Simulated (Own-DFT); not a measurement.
# Point defects and the pressure they add: zincblende GaP

The numbers are computed, not measured, by runs of the plane-wave DFT program Own-DFT (in-house, retired, unreviewed) at fixed positions, with no spin and no spin-orbit coupling.

Settings: PBE; PseudoDojo norm-conserving scalar-relativistic files; cutoff 42 hartree; 2 x 3 x 3 k mesh centred on Gamma; Fermi-Dirac smearing of 0.1 eV.

Limits (not all hold for every row): not probed for a lower state with spin; forces on such cells failed a check on a denser k mesh; forces on such cells moved up to 12 meV/angstrom on a denser k mesh; forces on such cells passed a denser k mesh, each cell not checked; stress not checked against mesh or cutoff.

All runs share one cell, with vectors in Å (16.352, 0.000, 0.000); (0.000, 10.901, 0.000); (0.000, 0.000, 10.901) and a volume of 1943.1 Å³. u is the rms random offset of the atoms per axis. The defect's site can differ from row to row.

| cell | formula | u (Å) | P (GPa) |
|---|---|---|---|
| no defect | Ga48P48 | 0.0206 | 2.71 |
| no defect | Ga48P48 | 0.0486 | 3.25 |
| no defect | Ga48P48 | 0.0514 | 3.21 |
| two P vacancies | Ga48P46 | 0.0297 | 2.42 |
| two P vacancies | Ga48P46 | 0.0478 | 2.84 |
| two P vacancies | Ga48P46 | 0.0489 | 2.77 |
| two P on a Ga site each | Ga46P50 | 0.0292 | 3.00 |
| two P on a Ga site each | Ga46P50 | 0.0297 | 2.96 |
| two P on a Ga site each | Ga46P50 | 0.0492 | 3.28 |
| one Ga on a P site and one P on a Ga site | Ga48P48 | 0.0294 | 2.95 |
| one Ga on a P site and one P on a Ga site | Ga48P48 | 0.0304 | 2.97 |
| one Ga on a P site and one P on a Ga site | Ga48P48 | 0.0478 | ? |
| one Ga on a P site and one P on a Ga site | Ga48P48 | 0.0483 | 3.30 |

## Fit

P = P0 + c u² + a shift for each defect gives P0 = 2.63 GPa, c = 236 ± 18 GPa/Å² and a scatter of 0.05 GPa. The shifts, and each times the cell's volume:

- two P on a Ga site each: 0.12 ± 0.04 GPa, 1.5 eV (0.7 eV for each of its 2 sites)
- one Ga on a P site and one P on a Ga site: 0.12 ± 0.04 GPa, 1.5 eV
- two P vacancies: -0.39 ± 0.04 GPa, -4.7 eV (-2.4 eV for each of its 2 sites)

Positive is outwards. The product with the volume (160.2 GPa Å³ to the eV) is nearly free of the cell's size; divided by the bulk modulus at the cell's pressure it gives the volume that the defect adds. The atoms around the defects weren't relaxed, which would change these numbers.

## The run left out

Question: what pressure belongs in the blank (one Ga on a P site and one P on a Ga site, u = 0.0478 Å)?

Estimate: 3.29 ± 0.06 GPa. The hidden result is 3.27 GPa.
